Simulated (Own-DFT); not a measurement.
# Energy and forces against displacement in monoclinic HfO2, 96 atoms (Hf32O64)

Calculated results; nothing here was measured. They come from Own-DFT, an in-house plane-wave density functional program, since retired, whose code no person has reviewed. Each row is one single-point run on a periodic cell that was not relaxed, without spin or spin-orbit coupling.

Settings of every run: PBE; PseudoDojo norm-conserving scalar-relativistic files; cutoff 72 hartree; 2 x 2 x 2 k mesh centred on Gamma; Fermi-Dirac smearing of 0.1 eV.

Known limits, some of them of some rows only: some atoms lie very close together; hafnium file: forces about 75 meV/angstrom off all-electron values; oxygen file: force components 24 meV/angstrom off all-electron in a glass; forces on such cells passed a denser k mesh, each cell not checked; stress not checked against mesh or cutoff.

Cell vectors in Å: (10.234, 0.000, 0.000); (0.000, 10.350, 0.000); (-1.696, 0.000, 10.445). In each run every atom was moved at random and independently from its ideal site; u is the rms move along one axis. E is the free energy for each atom above the fitted value at u = 0, and F the rms of the force components.

| run | u (Å) | E (meV/atom) | F (eV/Å) | largest force (eV/Å) | P (GPa) |
|---|---|---|---|---|---|
| 1 | 0.0195 | 9.1 | 0.411 | 1.66 | 3.78 |
| 2 | 0.0202 | 9.9 | 0.440 | 1.70 | 3.64 |
| 3 | 0.0506 | 73.8 | 1.231 | 4.67 | 6.48 |
| 4 | 0.0509 | 61.4 | 1.060 | 4.21 | 5.82 |
| 5 | 0.0568 | ? | ? | ? | ? |
| 6 | 0.0795 | 146.2 | 1.593 | 6.36 | 8.41 |
| 7 | 0.0836 | 169.4 | 1.832 | 7.85 | 9.92 |
| 8 | 0.1153 | 350.9 | 3.101 | 16.87 | 16.01 |
| 9 | 0.1459 | 480.9 | 3.233 | 13.12 | 19.31 |

## Worked fit

For small independent moves the energy grows as E = (3/2) K u², with K the mean stiffness felt by one atom. The runs with u up to 0.11 Å give K = 16.5 ± 0.8 eV/Å², with residuals divided by u² + 0.0006 Å², since the noise grows with the moves. The scatter is 5.9 meV/atom at u = 0.05 Å. The forces follow F = G u with G = 21.7 eV/Å²; no force at u = 0 is resolved. G exceeds K because the moves of its neighbours add to the force on an atom, and stiffness differs between atoms. At u = 0.146 Å the parabola gives 527 meV/atom and the run 481. The pressure follows P = 3.58 + 861 u² GPa: at fixed volume, shortened bonds push harder than stretched ones pull.

## Withheld run

Question: what energy and rms force should run 5 give?

The fit gives 80 ± 8 meV/atom and about 1.23 eV/Å. The calculation gave 93.8 meV/atom and 1.391 eV/Å.
